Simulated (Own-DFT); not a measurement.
# How strain changes the stress of C40 NbSi2, 36 atoms (Nb12Si24)

All numbers below are calculated, not measured. They come from Own-DFT, an in-house plane-wave density functional program, since retired, whose code no person has reviewed. Each row is one single-point run on a periodic cell that was not relaxed, without spin or spin-orbit coupling.

Settings of every run: PBE; PseudoDojo norm-conserving scalar-relativistic files; cutoff 42 hartree; 4 x 4 x 5 k mesh centred on Gamma; cold (Marzari-Vanderbilt) smearing of 0.2 eV.

Known limits: forces on such cells failed a check on a denser k mesh; stress not checked against mesh or cutoff.

Unstrained cell vectors in Å: (0.000, 8.324, 0.000); (-9.613, 0.000, 0.000); (0.000, 0.000, 6.586). The unstrained cell was taken from the Materials Project. The random moves and any unrelaxed bonds add to the pressure at no strain. Each run strains this cell uniformly, with the atoms carried along. Every atom was also moved at random, by a Gaussian of width 0.05 Å on each axis. Strain is the symmetric tensor, in per cent. Stress is positive in tension, and the pressure is minus a third of its trace.

```
run,e_xx (%),e_yy (%),e_zz (%),e_yz (%),e_xz (%),e_xy (%),s_xx (GPa),s_yy (GPa),s_zz (GPa),s_yz (GPa),s_xz (GPa),s_xy (GPa),P (GPa),E (meV/atom)
1,-0.58,-0.02,1.92,0.36,0.75,-0.74,-2.69,-0.75,3.91,0.91,1.83,-2.40,-0.16,0.0
2,0.42,0.84,-0.24,-0.70,-1.58,1.39,-1.37,0.65,-3.22,-2.17,-4.98,4.03,1.31,16.6
3,0.42,1.88,-1.16,0.67,-1.31,-1.48,-1.20,3.34,-7.95,1.98,-4.21,-4.27,1.94,26.7
4,1.23,0.11,-0.41,-1.58,-0.70,0.50,1.79,-1.16,-4.79,-4.84,-2.21,0.86,1.39,7.9
5,0.22,-0.50,-1.60,-1.11,1.56,1.44,-3.12,-6.34,-12.55,-4.31,5.14,4.72,7.34,35.5
6,0.64,0.75,0.73,-1.04,1.19,-1.29,1.25,1.53,0.39,-2.79,3.62,-3.59,-1.06,3.6
7,-0.29,1.08,1.99,-1.43,-0.39,-0.72,-0.71,2.59,5.12,-3.61,-1.63,-2.00,-2.33,7.6
8,1.37,1.62,1.93,1.80,0.27,1.47,3.74,5.04,5.05,4.65,0.50,3.51,-4.61,37.7
9,-1.70,-0.93,0.96,0.41,-1.57,1.71,-9.52,-5.98,-1.80,2.17,-5.10,6.00,5.77,24.9
10,-0.47,1.40,-1.56,-0.25,0.66,1.91,-5.10,1.45,-10.54,-0.88,1.68,6.14,4.73,23.4
11,1.98,0.72,-0.71,-1.98,1.64,1.40,3.46,0.83,-5.85,-6.24,5.41,3.96,0.52,33.3
12,-0.76,0.71,-1.27,-0.45,0.18,1.26,-6.34,-1.59,-9.18,-1.53,0.56,4.11,5.70,14.9
13,-0.56,1.13,1.56,-1.07,-1.63,-1.83,-3.29,2.34,2.76,-3.52,-4.61,-5.63,-0.60,24.1
14,-0.76,0.44,1.63,1.12,0.76,-0.54,-3.52,-0.05,3.29,2.90,1.91,-1.79,0.09,3.4
15,-1.39,1.41,0.62,0.33,0.13,1.11,-6.55,1.71,-0.69,1.65,0.14,3.16,1.84,14.3
16,1.24,1.79,-0.66,-1.51,-0.93,1.59,?,?,?,?,?,?,?,?
```

E is the free energy for each atom above the lowest run shown.

## Worked fit

Each stress component was fitted by least squares to a constant and the strains of the runs shown, as fractions, with shears doubled. Shear strains stay in the fit of a normal stress only where such slopes are resolved. The slopes, in GPa:

```
stress,at no strain,per e_xx,per e_yy,per e_zz,scatter
s_xx,-2.7,358 ± 17,48 ± 23,86 ± 13,0.64
s_yy,-2.5,64 ± 13,348 ± 17,83 ± 10,0.48
s_zz,-4.2,43 ± 19,77 ± 24,436 ± 14,0.69
```

Each shear stress against twice its own strain: yz 140 ± 8, xz 153 ± 4, xy 147 ± 4 GPa. These are stiffnesses along x, y and z of the frame in which the cell vectors are given, which need not be the crystal's axes. The atoms are held to the strained lattice; where symmetry lets them move under strain, relaxing them would lower some slopes. The table should be nearly symmetric about its diagonal, and what it lacks of that shows the noise. A ninth of its sum, 171 ± 10 GPa, estimates the bulk modulus near the mean pressure of these runs, 1.5 GPa.

## Withheld run

Question: what normal stresses and pressure should run 16 give?

The fit gives s_xx = 2.0, s_yy = 4.0, s_zz = -5.2 and P = -0.3 GPa. The calculation gave 1.52, 3.73, -4.41 and P = -0.28 GPa.
